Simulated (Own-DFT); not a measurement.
## Calculated data, Si₃N₄ (beta silicon nitride, atoms displaced)

All values are calculated (Own-DFT development build). A calculation, not a measurement: plane-wave PBE density functional theory by an unreviewed code, no spin, of a simulated periodic cell, stress positive in tension, free energy of the whole cell less one offset for each atom, forces on such cells passed a denser k mesh, this cell's mesh not checked; offsets are fitted by least squares, one for each functional and potential file, so energies compare only between cells with the same atoms and settings and are not formation energies; the far tail of each file's local potential was reset to the Coulomb form; each entry is a single point on an unrelaxed cell, so the pressure reflects the starting lattice, mostly measured values (interpolated for alloys), from which strain is counted, and rises with the displacements; printed positions are rounded, which can move forces by about a meV/angstrom; the program, named Own-DFT, is a retired in-house code; no spin-orbit coupling.

Common to all runs: functional PBE; potential files PseudoDojo norm-conserving, scalar-relativistic, standard set; wave cutoff 42 hartree; occupations Fermi-Dirac; smearing width 0.1 eV; k mesh 3 x 3 x 3 centred on Gamma.

(1) 
```xyz
42
Lattice="7.6060 0.0000 0.0000 -3.8030 6.5870 0.0000 0.0000 0.0000 8.7270" Properties=species:S:1:pos:R:3:force_x:R:1:force_y:R:1:force_z:R:1 formula=Si3N4 free_energy_of_cell_above_offsets=7.316 pressure=14.88 stress_xx=-19.22 stress_yy=-12.09 stress_zz=-13.33 stress_yz=-4.07 stress_xz=-1.86 stress_xy=-5.17
Si    -1.5428     5.0498     0.5672      0.909      1.097      5.593
Si     0.3471     2.6772     0.7394     -4.302     -0.104      0.394
Si     1.5222     5.3551     0.7018     -3.481      1.418      1.799
Si     5.4904     1.5743     2.2069     -1.344     -2.639     -1.952
Si     3.5711     3.9869     2.1512      3.794     -2.148      0.912
Si     2.3301     1.1658     2.1439      2.938      0.879      2.805
N      2.3371     0.1737     0.8011     -0.022      1.666     -3.596
N      6.2701     1.9236     0.7335      1.017     -0.081     -1.142
N      2.8286     4.2485     0.6573     -0.721      1.909     -0.227
N      1.2806     6.3454     2.3096      1.261      0.269      -2.86
N     -2.2798     4.7571     2.1993     -3.364     -1.723     -1.631
N      0.9431     2.2102     2.3199      4.112     -1.737     -5.885
N     -0.0462     4.3394     0.7591      3.807      0.945     -0.406
N      3.9397     2.1926     2.1738     -3.847      1.226      0.255
Si    -1.5442     5.0785     3.6646      1.696      0.743     -1.662
Si     0.1196     2.5616     3.6371       7.21      5.363      4.408
Si     1.2047     5.3900     3.7135      4.042     -0.301     -0.903
Si     5.3364     1.3891     5.0102      1.926      11.22      0.954
Si     3.8057     3.9932     4.9856     -8.093     -2.477      0.348
Si     2.5504     1.1616     4.9751     -5.684      4.302      9.228
N      2.4094     0.3065     3.7732     -0.924     -7.633     -9.409
N      6.3842     1.9311     3.5708     -10.64     -4.649      1.784
N      2.7798     4.3124     3.5793     -0.775      2.305      1.548
N      1.4761     6.4749     5.0992     -1.129     -9.671      0.728
N     -2.3018     4.4805     5.0571      2.172      2.117      0.297
N      0.9809     2.3321     5.0536      3.843      -3.65     -0.086
N      0.0160     4.2600     3.8534     -2.237      2.779      -1.32
N      3.6418     2.2512     5.1068       8.65      3.135     -0.009
Si    -1.4481     5.0584     6.4038     -2.414      2.827      2.777
Si     0.3154     2.6582     6.5123     -0.063      2.338     -2.715
Si     1.4875     5.4060     6.5727     -2.628     -0.594      -2.13
Si     5.3990     1.5183     7.9191        1.8      0.784      1.171
Si     3.8474     4.0082     7.9683     -12.74     -5.517     -1.648
Si     2.4428     1.2436     7.9829     -1.226     -0.421      0.856
N      2.5724     0.3239     6.5491     -1.198     -3.301     -1.204
N     -1.1994     2.1611     6.5241     -9.251     -5.132     -0.292
N      2.8533     4.4991     6.4257      3.335     -1.318      1.268
N      1.4236     6.3072     7.9504       0.46      2.142      2.265
N     -2.4293     4.6185     8.0086      9.119      4.691     -3.217
N      0.8930     2.2451     7.9337      5.969     -3.121      3.973
N     -0.0638     4.3221     6.5857      6.012      2.308      0.327
N      3.7903     2.2621     8.1024      2.014     -0.249     -1.396
```

Units: free_energy_of_cell_above_offsets in eV; pressure, stress_xx, stress_yy, stress_zz, stress_yz, stress_xz, stress_xy in GPa; force_x, force_y, force_z in eV/Å.

(2) 
```xyz
42
Lattice="7.6060 0.0000 0.0000 -3.8030 6.5870 0.0000 0.0000 0.0000 8.7270" Properties=species:S:1:pos:R:3:force_x:R:1:force_y:R:1:force_z:R:1 formula=Si3N4 free_energy_of_cell_above_offsets=6.453 pressure=12.92 stress_xx=-12.18 stress_yy=-7.95 stress_zz=-18.63 stress_yz=2 stress_xz=-1.19 stress_xy=4.24
Si    -1.7840     5.0675     0.8154      4.071     -0.272     -4.632
Si     0.2138     2.7528     0.8313     -5.638      0.817     -4.214
Si     1.3222     5.4653     0.6390     -2.058      0.353      1.742
Si     5.3601     1.7085     2.2143      2.782     -5.595     -2.059
Si     3.5546     3.9158     1.9476      -0.27     -1.879      6.107
Si     2.4581     1.1474     2.2470     -0.446     -0.568     -0.721
N      2.4973     0.0726     0.8613     -1.572       4.46      0.047
N      6.1524     1.7884     0.7453      4.655      4.372      1.953
N      2.7405     4.4217     0.6392     -3.592      1.358      3.207
N      1.5070     6.3121     2.0583     -0.355      1.716       4.54
N     -2.4820     4.5307     2.1545     -0.631     -0.184      3.691
N      1.0211     2.2612     2.0938      3.325     -2.171      5.789
N     -0.1081     4.4288     0.6559      0.483     -0.796      0.562
N      3.8260     2.1559     2.2603     -3.937      3.155      -0.63
Si    -1.5292     5.0871     3.6063     -3.929      0.934        2.1
Si     0.2778     2.6867     3.6650      -3.19      1.835     -3.641
Si     1.4182     5.4327     3.6561      0.657      0.628     -3.718
Si     5.2342     1.6025     5.0471      5.686     -3.397      2.191
Si     3.6641     3.9170     4.9469       0.57      1.597      4.685
Si     2.3899     1.0796     5.1404      0.992      1.002      2.257
N      2.4367     0.2365     3.7366     -0.551      -1.18     -3.104
N      6.2391     1.8404     3.6425       1.65      2.328      1.202
N      2.7843     4.3642     3.6804     -1.266       0.65     -4.667
N      1.4500     6.2890     5.0870     -0.371      4.619     -0.489
N     -2.3946     4.7516     5.1895     -2.774     -2.081      -3.98
N      1.0595     2.1841     4.9825      1.443      -1.17      3.051
N     -0.0368     4.5332     3.5295      2.978     -4.784      0.538
N      3.7654     2.2523     5.0605     -1.988     -1.403      0.467
Si    -1.7153     5.1086     6.6807      2.853     -2.708     -1.224
Si     0.3070     2.6012     6.4562     -2.811       3.32       3.05
Si     1.4421     5.5904     6.5638     -2.766     -3.236      2.483
Si     5.4464     1.5827     7.9904      0.218     -0.237      1.697
Si     3.2731     3.9952     7.9739      9.087     -5.254     -1.908
Si     2.1346     1.1673     8.1665      9.528     -5.166     -1.231
N      2.4055     0.1158     6.6064     -0.521      6.022      0.267
N      6.4176     1.8109     6.7171      -0.56      0.313      -5.79
N      2.6414     4.2631     6.5647     -1.557      1.996      -5.03
N      1.4139     6.5346     8.0930      0.165     -5.355     -3.655
N     -2.5609     4.8298     8.0409     -3.829     -1.913      2.011
N      0.9605     2.1828     8.1432     -2.062        2.4     -2.388
N     -0.1842     4.3028     6.5696      3.616      0.629      -0.36
N      3.9140     2.0223     8.0369      -8.09      4.845     -0.198
```

Units: free_energy_of_cell_above_offsets in eV; pressure, stress_xx, stress_yy, stress_zz, stress_yz, stress_xz, stress_xy in GPa; force_x, force_y, force_z in eV/Å.

(3) 
```xyz
42
Lattice="7.6060 0.0000 0.0000 -3.8030 6.5870 0.0000 0.0000 0.0000 8.7270" Properties=species:S:1:pos:R:3:force_x:R:1:force_y:R:1:force_z:R:1 formula=Si3N4 free_energy_of_cell_above_offsets=8.803 pressure=15.12 stress_xx=-10.12 stress_yy=-15.21 stress_zz=-20.01 stress_yz=-5.4 stress_xz=3.08 stress_xy=-1.74
Si    -1.5508     5.0514     0.8305      0.156     -1.161     -6.586
Si     0.2888     2.6175     0.5952     -1.223      2.519       7.81
Si     1.3309     5.5065     0.6766      0.951     -4.143      -4.77
Si     5.2980     1.4501     2.2096      4.672      3.013      0.211
Si     3.6095     3.9693     2.3677     -0.626     -2.204     -6.922
Si     2.5315     1.0127     2.2680     -3.379       6.12      -8.09
N      2.2879     0.1280     0.6506      1.311      0.834      4.356
N      6.3343     1.8960     0.6061      1.473      0.958      6.277
N      2.6809     4.2588     0.7331     -2.153      3.074      4.513
N      1.5160     6.3412     2.0310     -1.134      2.756      3.172
N     -2.3797     4.6030     2.1234     -2.576     -1.046       5.14
N      1.1692     2.2740     2.1843     -0.764     -1.872      0.531
N      0.0123     4.3732     0.6310      -0.55      0.445      1.051
N      3.7853     2.1905     2.1157      1.268     -0.427      1.041
Si    -1.7150     5.0374     3.6721      4.479     -1.801     -2.473
Si     0.2730     2.7133     3.7206     -0.922     -3.872     -7.878
Si     1.2986     5.5496     3.5226      1.372     -2.377      3.915
Si     5.4278     1.5845     5.2269      -5.73     -1.895     -10.99
Si     3.6751     3.8814     5.1199     -6.526     -0.659     -1.721
Si     2.3564     1.1325     4.9664      -0.25      1.752      4.661
N      2.4194     0.1731     3.5855     -0.651      -4.43      4.341
N      6.3452     2.0175     3.6966     -4.263     -1.484     -1.524
N      2.7340     4.4847     3.5793      0.499      0.722      3.932
N      1.5296     6.5581     4.9873     -1.758     -5.212     -0.149
N     -2.4228     4.4387     5.0608      1.405      1.392     -1.679
N      0.9356     2.3122     5.0675      5.716      -5.26       4.14
N      0.0715     4.2499     3.6863     -2.991      10.79     -0.654
N      3.6495     2.2102     5.0786      2.839     -1.272     -0.567
Si    -1.7019     4.9451     6.4274      3.104     -0.263      7.806
Si     0.1538     2.6096     6.4975      1.305      1.855      2.616
Si     1.5037     5.2979     6.5934     -6.722      4.739     -1.977
Si     5.5412     1.5759     8.0491     -6.983     -1.135     -6.432
Si     3.5451     3.8777     8.1990     -0.993     -2.659     -4.854
Si     2.3283     1.0044     7.9678      2.967        4.7      1.364
N     -1.4006     6.5812     6.7295     -1.144      0.704     -7.047
N      6.1632     2.0195     6.4302      5.532      2.796      10.19
N      2.7440     4.4435     6.3380      4.643     -2.723       2.95
N      1.3901     6.4514     7.8467      0.719     -0.874      2.854
N      4.9616     4.5702     8.0620      6.488      2.622     -1.067
N      1.1138     2.2191     8.0686      0.759     -2.165     -7.352
N     -0.0085     4.3041     6.6880     -0.835      1.029     -1.573
N      3.7747     2.2542     7.8255      0.514     -3.887      1.437
```

Units: free_energy_of_cell_above_offsets in eV; pressure, stress_xx, stress_yy, stress_zz, stress_yz, stress_xz, stress_xy in GPa; force_x, force_y, force_z in eV/Å.

(4) 
```xyz
42
Lattice="7.6060 0.0000 0.0000 -3.8030 6.5870 0.0000 0.0000 0.0000 8.7270" Properties=species:S:1:pos:R:3:force_x:R:1:force_y:R:1:force_z:R:1 formula=Si3N4 free_energy_of_cell_above_offsets=6.092 pressure=13 stress_xx=-11.36 stress_yy=-9.26 stress_zz=-18.38 stress_yz=-2.56 stress_xz=6.26 stress_xy=0.58
Si    -1.5785     5.1389     0.6184       3.76     -1.123      4.877
Si     0.4326     2.6706     0.8123     -5.135      3.441     -0.722
Si     1.4797     5.4320     0.5649     -3.293      0.896      5.345
Si     5.4042     1.6469     2.0740     -2.607     -4.181      4.597
Si     3.5505     3.7476     2.3181     -0.433      7.173     -2.292
Si     2.3480     1.2321     2.2495      2.153     -3.769     -0.199
N      2.5135     0.2589     0.7395     -1.585     -0.377      2.254
N      6.1551     2.0206     0.7393      3.936      0.636     -4.143
N      2.6510     4.3359     0.5256      4.359     -1.585      3.164
N      1.4019     6.3689     2.1395      0.289      0.806      0.224
N     -2.4565     4.4469     2.0437      1.206      1.861      1.912
N      1.0322     2.2451     2.3980     -0.568     -0.222     -2.028
N      0.0976     4.4538     0.4584     -2.737     -2.457       3.43
N      3.7249     2.2047     2.2088      1.177     -4.459     -0.264
Si    -1.5801     5.0282     3.6752     -0.991      1.012     -3.817
Si     0.0838     2.5997     3.7621     -0.018      1.373      0.422
Si     1.3277     5.4674     3.7036      1.108      -2.29     -7.546
Si     5.4053     1.3995     5.2069     -0.594      3.026     -0.647
Si     3.5966     3.9394     5.2602      0.687     -0.802     -4.914
Si     2.4166     1.1697     5.0119      2.825      1.966       6.36
N      2.3640     0.2038     3.7974     -0.296     -3.249     -6.744
N      6.1212     1.8848     3.7626       2.36      1.163     -2.434
N      2.8053     4.4714     3.6939     -0.407     -0.355      1.362
N      1.3950     6.3268     5.0306     -0.395       1.24      4.772
N     -2.3847     4.6713     5.0626     -2.283     -1.141      3.863
N      1.0809     2.1290     5.1763     -0.335       0.29     -5.127
N     -0.0459     4.3734     3.6416      1.197     -1.107      0.634
N      3.8264     2.2381     4.9225      0.158     -0.608      2.298
Si    -1.6444     5.0902     6.5740       6.71      2.834     -6.084
Si     0.3834     2.5394     6.5108      -1.85      3.128      7.041
Si     1.3057     5.2595     6.3965      0.003      4.897      2.396
Si     5.4221     1.3729     7.8590     -1.372      2.374      4.208
Si     3.6482     4.1690     7.9151      0.919     -4.918      3.716
Si     2.4825     1.1481     8.0181     -0.682      3.459      3.123
N      2.4628     0.3727     6.6424     -0.599     -5.454     -6.105
N      6.4239     2.0079     6.6225     -4.771     -2.998     -2.194
N      2.7207     4.4753     6.6003      3.102     -0.668     -2.372
N      1.2333     6.2520     7.9371      1.645      4.681     -4.846
N     -2.2670     4.7689     7.9311     -7.496     -2.909      2.674
N      1.0042     2.1256     8.1059      2.262     -2.122     -2.085
N      0.1472     4.2556     6.7323     -5.439     -1.415     -2.792
N      3.7557     2.2423     8.0102       4.03      1.953     -1.318
```

Units: free_energy_of_cell_above_offsets in eV; pressure, stress_xx, stress_yy, stress_zz, stress_yz, stress_xz, stress_xy in GPa; force_x, force_y, force_z in eV/Å.

(5) 
```xyz
42
Lattice="7.6060 0.0000 0.0000 -3.8030 6.5870 0.0000 0.0000 0.0000 8.7270" Properties=species:S:1:pos:R:3:force_x:R:1:force_y:R:1:force_z:R:1 formula=Si3N4 free_energy_of_cell_above_offsets=9.280 pressure=17.6 stress_xx=-14.35 stress_yy=-22.5 stress_zz=-15.93 stress_yz=-1.68 stress_xz=1.56 stress_xy=1.54
Si    -1.5739     5.0651     0.7908      0.723     -4.079     -4.631
Si     0.2361     2.8194     0.7111      2.038     -12.46     -1.514
Si     1.4576     5.4382     0.6829     -3.901      -1.52      2.041
Si     5.1720     1.5458     2.2588      9.688     -3.968     -0.272
Si     3.6831     3.8776     2.0547     -9.407     -1.067      2.526
Si     2.2535     1.1652     2.1149        5.1     -3.739      0.604
N      2.5775     0.0294     0.6296     -0.993      6.237      2.649
N      6.3052     1.9004     0.6588      1.096      1.304      6.436
N      2.6350     4.3240     0.6765      3.786      -1.55      2.099
N      1.3728     6.2964     2.1103     -0.092       4.09      1.176
N     -2.4946     4.4699     2.0932      5.298      3.283      0.434
N      1.1282     2.2635     2.2140     -4.157      1.518     -0.964
N      0.0105     4.2689     0.7435     -2.174      11.79      0.585
N      3.7882     2.1855     2.1471     -6.416      1.179     -0.421
Si    -1.6380     4.9977     3.4881      1.115      -0.66      4.833
Si     0.1389     2.7458     3.5703      2.912     -4.645      4.074
Si     1.3060     5.5263     3.5847      0.423     -3.009      2.702
Si     5.4829     1.5053     5.1146      -3.73      0.632      0.709
Si     3.4967     4.0981     5.0774       4.07     -3.682     -1.128
Si     2.5299     0.9938     4.9761     -2.256      6.579      10.38
N      2.3775     0.0809     3.8065     -1.121     -3.535     -12.05
N      6.2878     1.9096     3.7588     -1.527       -0.2     -5.993
N      2.6770     4.4130     3.6804      0.805      0.653     -3.786
N      1.3733     6.4383     5.1936     -0.494     -1.378     -4.102
N     -2.3370     4.6577     5.0544     -4.096     -1.936     -1.652
N      0.8526     2.2931     5.1899       6.51     -3.264     -9.301
N     -0.0219     4.3108     3.4813     -1.375      6.498     -0.279
N      3.8082     2.0602     5.0628       0.87      3.256     -0.074
Si    -1.7441     5.0480     6.6051       4.84       0.06      -4.93
Si     0.1311     2.6594     6.4745      2.469      1.857      6.174
Si     1.4135     5.5407     6.5619      -3.12     -4.465       0.05
Si     5.4466     1.6764     8.1049     -2.736     -2.372     -6.839
Si     3.5396     3.9099     8.0584      0.219      2.637     -4.313
Si     2.4195     1.1654     7.9621     -0.756     -1.778     -1.396
N      2.2179     0.1165     6.5437      1.832      3.445     -0.338
N      6.3072     2.0117     6.4115     -6.186     -3.079      5.655
N      2.7537     4.5140     6.4514      0.353     -0.607      4.332
N      1.3566     6.2208     8.0431      0.315      6.478     -1.668
N     -2.4864     4.6569     7.9182     -3.702     -2.233        7.7
N      0.9612     2.0099     8.0116     -0.576      1.972      0.683
N     -0.2069     4.2436     6.6546       2.61      5.186      0.006
N      3.7472     2.2853     8.0739      1.746     -3.426     -0.209
```

Units: free_energy_of_cell_above_offsets in eV; pressure, stress_xx, stress_yy, stress_zz, stress_yz, stress_xz, stress_xy in GPa; force_x, force_y, force_z in eV/Å.
